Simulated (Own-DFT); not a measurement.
## Calculated data, Hf36O71 (tetragonal hafnia with one neutral oxygen vacancy, atoms displaced)

Computed with Own-DFT development build. A calculation, not a measurement: plane-wave PBE and HSE06 DFT by an unreviewed code, no spin, of a simulated cell at Gamma alone, so results move with cell size and shape, stress positive in tension, energies less offsets, not probed for a lower state with spin; hafnium file: forces about 75 meV/angstrom off all-electron values; oxygen file: force components 24 meV/angstrom off all-electron in a glass; k mesh not checked against a denser one; forces and stress are PBE's, HSE06 gives the energy alone, and its difference from PBE has offsets of its own; offsets are fitted by least squares, one for each functional and potential file, so energies compare only between cells with the same atoms and settings and are not formation energies; the far tail of each file's local potential was reset to the Coulomb form; each entry is a single point on an unrelaxed cell, so the pressure reflects the starting lattice, taken from the Materials Project, from which strain is counted, and rises with the displacements; printed positions are rounded, which can move forces by about a meV/angstrom; the program is a retired in-house code; no spin-orbit coupling.

Settings shared by all entries: first functional PBE; second functional HSE06; exact exchange share 0.25; screening 0.11 1/bohr; exchange divergence Gygi-Baldereschi; potential files PseudoDojo norm-conserving, scalar-relativistic, made for PBE, standard set; wave cutoff 48 hartree; occupations fixed; k mesh 1 x 1 x 1 centred on Gamma.

(1) Hf36O71 (tetragonal hafnia with one neutral oxygen vacancy, atoms displaced)

```xyz
107
Lattice="10.7800 0.0000 0.0000 0.0000 10.7800 0.0000 0.0000 0.0000 10.4493" Properties=species:S:1:pos:R:3 Hf36O71
Hf    10.7462    10.7277     0.0496
Hf     1.8360     1.8328     2.5894
O     10.7218     1.7409     1.6194
O      1.7487    10.7649     3.5905
O      0.0451     1.7472     4.1990
O      1.8513     0.0024     0.9588
Hf    10.7656    10.7611     5.1339
Hf     1.7713     1.7878     7.8181
O      0.0593     1.8005     6.7578
O      1.8732     0.0421     8.8251
O     10.7308     1.8201     9.4751
O      1.8065     0.1091     6.1775
Hf     0.0933     3.5674     0.0388
Hf     1.8889     5.3973     2.6784
O      0.0402     5.3526     1.6743
O      1.7944     3.6392     3.6380
O     10.7414     5.4444     4.1092
O      1.7373     3.5957     1.0437
Hf     0.0273     3.6332     5.2678
Hf     1.8161     5.4058     7.7172
O      0.0159     5.4052     6.8255
O      1.7559     3.6093     8.9133
O     10.7654     5.3880     9.4257
O      1.7730     3.6028     6.2632
Hf     0.0365     7.2518     0.0061
Hf     1.8322     9.0089     2.6382
O      0.0111     9.0386     1.5203
O     10.6998     8.9485     4.2551
O      1.8333     7.2408     1.0170
Hf     0.0153     7.1905     5.2724
Hf     1.7778     9.0354     7.8757
O      0.0244     9.1347     6.7946
O      1.7922     7.1331     8.8094
O     10.7797     8.9799     9.4117
O      1.8368     7.1664     6.3303
Hf     3.6558    10.7432     0.0283
Hf     5.3885     1.8103     2.6248
O      3.5983     1.8088     1.6380
O      5.4070     0.0207     3.6700
O      3.7162     1.8603     4.1596
O      5.3966    10.7477     0.9409
Hf     3.6042     0.0020     5.2807
Hf     5.3761     1.7382     7.7224
O      3.6622     1.8236     6.7796
O      5.4772    10.7790     8.8245
O      3.4849     1.8317     9.5001
O      5.2965     0.0673     6.2158
Hf     3.6295     3.5908    10.4271
Hf     5.3387     5.4232     2.6409
O      3.6195     5.4289     1.6003
O      5.4268     3.5672     3.5871
O      3.5994     5.4938     4.2488
O      5.4141     3.5170     1.0914
Hf     3.5972     3.6088     5.2335
Hf     5.4732     5.4789     7.7828
O      3.5962     5.3039     6.8362
O      5.3953     3.6480     8.7476
O      3.6732     5.3600     9.3528
O      5.3466     3.6041     6.1726
Hf     3.5918     7.1569    10.4388
Hf     5.4560     8.9444     2.6304
O      3.5424     9.0078     1.6000
O      5.3816     7.1473     3.6551
O      3.5295     9.0900     4.1156
O      5.4762     7.1975     0.9706
Hf     3.5563     7.2370     5.2624
Hf     5.3357     9.0021     7.8787
O      3.5876     9.0004     6.8064
O      5.4843     7.1590     8.8990
O      3.5456     9.0073     9.3605
O      5.3808     7.2123     6.2020
Hf     7.1887     0.0616     0.0132
Hf     9.1028     1.7455     2.5188
O      7.2378     1.6703     1.6456
O      9.0191    10.7169     3.5755
O      7.1543     1.7995     4.1908
O      9.0976    10.7741     1.0806
Hf     7.1829     0.0673     5.3123
Hf     8.9774     1.7844     7.7383
O      7.2093     1.7549     6.8180
O      8.9488    10.7387     8.8683
O      7.2492     1.7861     9.4395
O      8.8447    10.7033     6.2047
Hf     7.1456     3.6332    10.4222
Hf     9.0675     5.4230     2.6333
O      7.2140     5.4608     1.5149
O      8.9936     3.6151     3.5992
O      7.1945     5.3998     4.1886
O      8.9552     3.6136     1.0890
Hf     7.1657     3.6257     5.2966
Hf     8.9780     5.4373     7.8266
O      7.2267     5.4230     6.8684
O      9.0078     3.6398     8.8057
O      7.0892     5.4036     9.4459
O      8.9740     3.5462     6.2622
Hf     7.0764     7.2727    10.4484
Hf     8.9872     8.9777     2.6383
O      7.1691     8.9185     1.6850
O      8.9611     7.1606     3.5276
O      7.1797     8.9847     4.1308
O      8.9887     7.2355     1.0289
Hf     7.2092     7.1243     5.2577
Hf     9.0566     8.9912     7.8551
O      7.1971     8.9373     6.8574
O      8.9855     7.1883     8.7857
O      7.2362     8.9612     9.4204
O      8.8586     7.1459     6.1923
```

```
PBE energy of cell above offsets : -96.402 eV
HSE06 less PBE above offsets     : 0.079 eV
PBE pressure                     : 2.76 GPa
PBE stress xx                    : -4.8 GPa
PBE stress yy                    : -0.2 GPa
PBE stress zz                    : -3.29 GPa
PBE stress yz                    : -0.45 GPa
PBE stress xz                    : 0.04 GPa
PBE stress xy                    : 0.02 GPa
```

Force:
```csv
element,x (eV/Å),y (eV/Å),z (eV/Å)
Hf,1.1,0.927,-0.59
Hf,-0.527,-0.573,0.323
O,4.223,0.337,-1.601
O,-0.316,0.848,0.039
O,-0.147,1.494,0.024
O,-0.619,0.377,0.352
Hf,-0.168,0.407,0.549
Hf,0.53,0.807,0.899
O,-1.544,-0.183,0.37
O,-0.535,-0.587,-0.409
O,0.293,-1.208,-0.596
O,-0.114,-0.374,0.482
Hf,-2.908,1.515,-1.37
Hf,-1.903,1.042,-0.55
O,1.329,0.486,-0.77
O,0.288,-0.529,0.47
O,1.073,0.222,2.343
O,2.736,-0.443,0.957
Hf,-1.452,-0.667,-1.62
Hf,-0.067,-0.975,2.699
O,-0.728,0.134,-1.39
O,0.272,-0.064,-0.931
O,0.036,0.559,0.727
O,0.66,0.014,-0.136
Hf,-1.34,-2.012,0.485
Hf,-0.15,-0.618,-0.606
O,0.757,-0.362,0.913
O,0.718,-0.722,-0.511
O,-0.04,-0.41,0.226
Hf,-0.485,-0.606,-0.932
Hf,0.408,-0.402,0.087
O,0.179,-0.838,0.072
O,0.312,1.268,0.58
O,0.472,0.289,-0.791
O,-0.976,0.279,-1.179
Hf,-1.632,0.696,-0.42
Hf,1.263,-0.435,0.572
O,-0.164,-0.105,-0.617
O,-0.317,-0.919,-0.838
O,-1.336,-0.698,0.822
O,0.308,-0.148,0.833
Hf,-0.755,0.667,-2.433
Hf,0.545,1.377,1.883
O,-1.923,0.303,0.153
O,-0.596,0.381,0.082
O,1.053,-0.705,-0.522
O,2.049,-0.312,1.562
Hf,-0.232,0.11,-0.282
Hf,3.034,-0.933,-0.426
O,-0.397,-0.056,-0.613
O,-0.434,1.812,0.624
O,-0.638,-1.292,-0.45
O,-0.472,0.228,-1.343
Hf,-0.171,-0.105,-0.537
Hf,-1.424,-1.127,1.474
O,0.628,0.534,-0.876
O,0.078,-1.624,0.295
O,-0.402,0.895,1.358
O,1.242,-0.004,0.534
Hf,-0.048,-0.207,-0.39
Hf,-0.592,0.94,1.228
O,1.496,-0.266,-0.608
O,-0.375,1.017,-0.359
O,-0.142,-1.711,1.324
O,-4.286,0.355,1.705
Hf,0.641,0.945,-0.953
Hf,1.804,-0.909,-0.489
O,-0.365,0.15,-0.269
O,-1.101,1.671,-0.742
O,0.687,-0.873,0.533
O,-0.344,-0.426,0.95
Hf,1.251,-0.139,-0.064
Hf,-3.802,1.473,2.626
O,-0.561,-0.402,-0.87
O,0.363,1.389,1.198
O,0.214,0.401,1.515
O,-2.37,-0.285,-0.645
Hf,-2.041,-0.961,-3.367
Hf,1.129,0.95,2.414
O,-1.045,0.231,-0.467
O,0.566,0.691,-0.309
O,-0.26,0.436,-0.199
O,3.529,0.653,1.045
Hf,1.52,0.584,0.77
Hf,-1.55,-1.591,-1.743
O,-1.067,-0.449,1.206
O,0.482,-0.716,0.937
O,-0.335,-0.677,0.953
O,0.295,-0.563,-1.427
Hf,0.723,-0.63,-2.913
Hf,1.188,-0.948,1.818
O,-0.616,-0.566,-1.519
O,-0.663,-0.764,-0.411
O,0.435,0.105,-0.661
O,0.373,0.059,-0.277
Hf,4.058,-1.864,-0.199
Hf,-0.327,-1.12,-0.831
O,0.569,0.63,-1.579
O,0.071,1.186,1.933
O,-0.114,-0.177,1.582
O,0.8,0.208,-1.17
Hf,-1.692,1.767,-2.375
Hf,-2.024,0.056,-0.031
O,-1.016,0.405,0.25
O,0.448,0.332,0.157
O,-0.436,1.452,0.47
O,3.852,0.189,0.801
```

(2) Hf36O71 (tetragonal hafnia with one neutral oxygen vacancy, atoms displaced)

```xyz
107
Lattice="10.7800 0.0000 0.0000 0.0000 10.7800 0.0000 0.0000 0.0000 10.4493" Properties=species:S:1:pos:R:3 Hf36O71
Hf     0.0332    10.7700    10.4302
Hf     1.8277     1.7858     2.6515
O      0.0346     1.7982     1.5813
O      1.8120     0.0066     3.6398
O      0.0409     1.8085     4.1925
O      1.7863    10.7653     0.9948
Hf     0.0183     0.0478     5.2487
Hf     1.8395     1.8395     7.8229
O      0.0107     1.8293     6.8351
O      1.7898     0.0302     8.9094
O      0.0061     1.7756     9.4546
O      1.7917     0.0032     6.2242
Hf     0.0298     3.6067    10.4373
Hf     1.7827     5.3856     2.6435
O     10.7470     5.3435     1.6164
O      1.7859     3.5991     3.6228
O     10.7635     5.3552     4.2092
O      1.7575     3.5779     1.0099
Hf     0.0040     3.6131     5.2273
Hf     1.7738     5.3840     7.8461
O      0.0120     5.4379     6.7508
O      1.8349     3.6604     8.8273
O      0.0287     5.4162     9.4075
O      1.7676     3.5998     6.1751
Hf     0.0178     7.1825     0.0013
Hf     1.8429     8.9944     2.6168
O      0.0140     8.9417     1.6193
O      1.7805     7.2527     3.6112
O     10.7778     9.0191     4.2224
O      1.8002     7.2105     1.0648
Hf     0.0347     7.1617     5.2357
Hf     1.8065     8.9506     7.8394
O     10.7758     8.9684     6.7981
O      1.8195     7.1623     8.8568
O     10.7620     8.9673     9.3808
O      1.7570     7.1462     6.2105
Hf     3.6167    10.7758    10.4226
Hf     5.4141     1.8064     2.5669
O      3.5474     1.7922     1.6279
O      5.3713     0.0139     3.6621
O      3.5554     1.7959     4.1624
O      5.3849    10.7653     1.0397
Hf     3.5497    10.7757     5.2489
Hf     5.3616     1.8501     7.8766
O      3.6009     1.9011     6.8307
O      5.4071     0.0146     8.8259
O      3.5739     1.7687     9.3817
O      5.3698     0.0032     6.2334
Hf     3.6421     3.5979    10.4111
Hf     5.3862     5.3892     2.5882
O      3.6093     5.4479     1.6376
O      5.3953     3.6162     3.6426
O      3.6458     5.3692     4.1921
O      5.3922     3.5636     0.9967
Hf     3.5481     3.6060     5.2510
Hf     5.3750     5.4277     7.8277
O      3.6203     5.3998     6.8165
O      5.3899     3.5611     8.9025
O      3.6102     5.3930     9.4222
O      5.3754     3.5923     6.2790
Hf     3.6083     7.2040     0.0098
Hf     5.4272     9.0030     2.6336
O      3.5854     9.0032     1.6102
O      5.4211     7.2114     3.6047
O      3.6588     9.0205     4.1588
O      5.3668     7.1931     1.0001
Hf     3.6009     7.1379     5.2256
Hf     5.4188     8.9902     7.7683
O      3.6191     8.9770     6.8178
O      5.3703     7.2376     8.8764
O      3.5964     8.9959     9.4433
O      5.3783     7.2197     6.2461
Hf     7.1727    10.7300     0.0281
Hf     8.9715     1.8428     2.5770
O      7.2204     1.8655     1.6118
O      8.9917     0.0412     3.6496
O      7.1583     1.7661     4.2078
Hf     7.1580    10.7340     5.2370
Hf     8.9229     1.8010     7.8102
O      7.1584     1.7895     6.8392
O      8.9455    10.7799     8.8741
O      7.2141     1.7643     9.4649
O      8.9413    10.7677     6.1993
Hf     7.2156     3.6142     0.0266
Hf     8.9582     5.3791     2.6518
O      7.1726     5.4085     1.5877
O      8.9835     3.6128     3.6915
O      7.2258     5.4358     4.2143
O      8.9589     3.5677     1.0392
Hf     7.2139     3.5971     5.2416
Hf     8.9113     5.4154     7.9108
O      7.1803     5.3390     6.8308
O      8.9374     3.5977     8.8061
O      7.2039     5.3714     9.4325
O      9.0040     3.6120     6.2194
Hf     7.2159     7.2374     0.0890
Hf     9.0294     8.9618     2.6399
O      7.1568     8.9671     1.5866
O      8.9806     7.2159     3.6561
O      7.2033     9.0012     4.2760
O      8.9499     7.2330     1.0474
Hf     7.1934     7.2227     5.2231
Hf     8.9217     8.9914     7.7547
O      7.1584     8.9887     6.7772
O      9.0112     7.2200     8.8480
O      7.2159     9.0129     9.4520
O      9.0351     7.1123     6.2157
```

```
PBE energy of cell above offsets : -100.745 eV
HSE06 less PBE above offsets     : -0.145 eV
PBE pressure                     : 1.06 GPa
PBE stress xx                    : -1.75 GPa
PBE stress yy                    : 0.22 GPa
PBE stress zz                    : -1.65 GPa
PBE stress yz                    : 0.26 GPa
PBE stress xz                    : -0.48 GPa
PBE stress xy                    : 0 GPa
```

Force:
```csv
element,x (eV/Å),y (eV/Å),z (eV/Å)
Hf,-0.656,0.097,0.175
Hf,-0.798,-0.012,-0.241
O,-0.868,-0.277,0.185
O,-0.004,-0.332,0.22
O,-0.064,0.119,0.401
O,0.522,-0.168,0.231
Hf,-0.836,-0.378,-0.997
Hf,-1.002,-0.76,0.626
O,-0.148,-0.34,0.052
O,0.145,-0.546,-1.287
O,0.057,0.959,-0.191
O,0.305,0.121,0.977
Hf,-0.455,-0.85,0.47
Hf,-0.188,0.211,-0.518
O,0.189,0.406,-0.22
O,0.295,0.487,0.05
O,0.375,0.953,-0.618
O,1.189,0.565,-0.39
Hf,-0.786,-0.538,-0.302
Hf,-0.443,0.859,-0.863
O,-0.088,-0.56,1.226
O,-0.17,-1.236,0.24
O,-0.199,-0.424,0.148
O,0.598,0.133,1.156
Hf,-0.158,0.941,0.204
Hf,-0.502,0.635,-0.171
O,-0.292,0.356,-0.345
O,0.255,-1.519,0.676
O,-0.164,-0.128,0.124
O,-0.14,-0.382,-0.801
Hf,-0.866,0.478,-0.663
Hf,-0.578,0.774,0.421
O,0.112,0.143,0.36
O,0.027,0.387,0.013
O,0.54,-0.109,0.612
O,1.854,0.362,0.538
Hf,-0.827,-0.218,0.466
Hf,-0.416,-0.117,1.34
O,1.233,0.157,-0.986
O,0.423,0.051,-0.681
O,0.079,0.297,1.09
O,0.147,0.432,-0.058
Hf,1.021,0.041,-1.336
Hf,0.674,-0.729,-0.517
O,-0.38,-0.37,-0.441
O,-0.263,-0.353,0.136
O,0.126,0.852,0.468
O,-0.314,-0.148,0.289
Hf,-0.813,-0.248,0.398
Hf,0.02,0.051,0.807
O,-0.558,-0.482,-0.53
O,0.213,-0.252,-0.505
O,-0.524,0.659,0.339
O,-0.166,0.164,0.394
Hf,1.284,-0.872,-0.78
Hf,0.368,-0.377,0.616
O,-0.751,0.149,-0.207
O,-0.24,1.149,-0.061
O,0.28,0.009,0.278
O,0.169,0.193,-0.266
Hf,-0.281,0.092,0.023
Hf,-1.483,0.533,0.192
O,0.861,-0.157,-0.415
O,0.033,-0.497,0.335
O,-0.473,-0.839,1.059
O,0.565,-0.008,0.239
Hf,-0.207,0.951,-0.555
Hf,-1.029,0.447,1.319
O,-0.876,-0.114,-0.147
O,0.2,-0.492,-0.638
O,-0.274,-0.133,-0.169
O,0.353,-0.376,0.019
Hf,1.189,0.823,-0.335
Hf,1.071,-0.834,0.751
O,-0.74,-0.563,-0.332
O,-0.084,-0.391,-1.193
O,0.054,0.633,0.241
Hf,-0.278,1.914,-0.656
Hf,0.562,-0.391,0.676
O,0.003,0.271,-0.139
O,0.212,-0.235,-0.573
O,-0.179,0.575,0.209
O,0.668,-0.008,0.85
Hf,-0.065,-0.917,-0.688
Hf,0.133,0.205,0.28
O,0.237,-0.131,-0.051
O,-0.302,-0.134,-0.633
O,-0.173,-0.427,0.103
O,0.823,0.444,-0.142
Hf,-0.571,-0.302,-0.361
Hf,0.879,0.062,-1.228
O,-0.358,0.467,0.079
O,0.269,-0.091,0.628
O,0.03,0.982,0.153
O,-0.416,-0.29,0.448
Hf,-0.739,-0.227,-1.186
Hf,0.416,1.275,0.024
O,0.848,0.246,0.217
O,-0.041,-0.687,-0.238
O,-0.158,-0.561,-1.178
O,1.077,-0.376,0.049
Hf,0.523,-0.942,-0.222
Hf,1.704,0.468,1.339
O,0.43,-0.347,-0.04
O,-0.501,-0.18,0.122
O,-0.18,-0.842,-0.448
O,-1.573,0.646,0.456
```
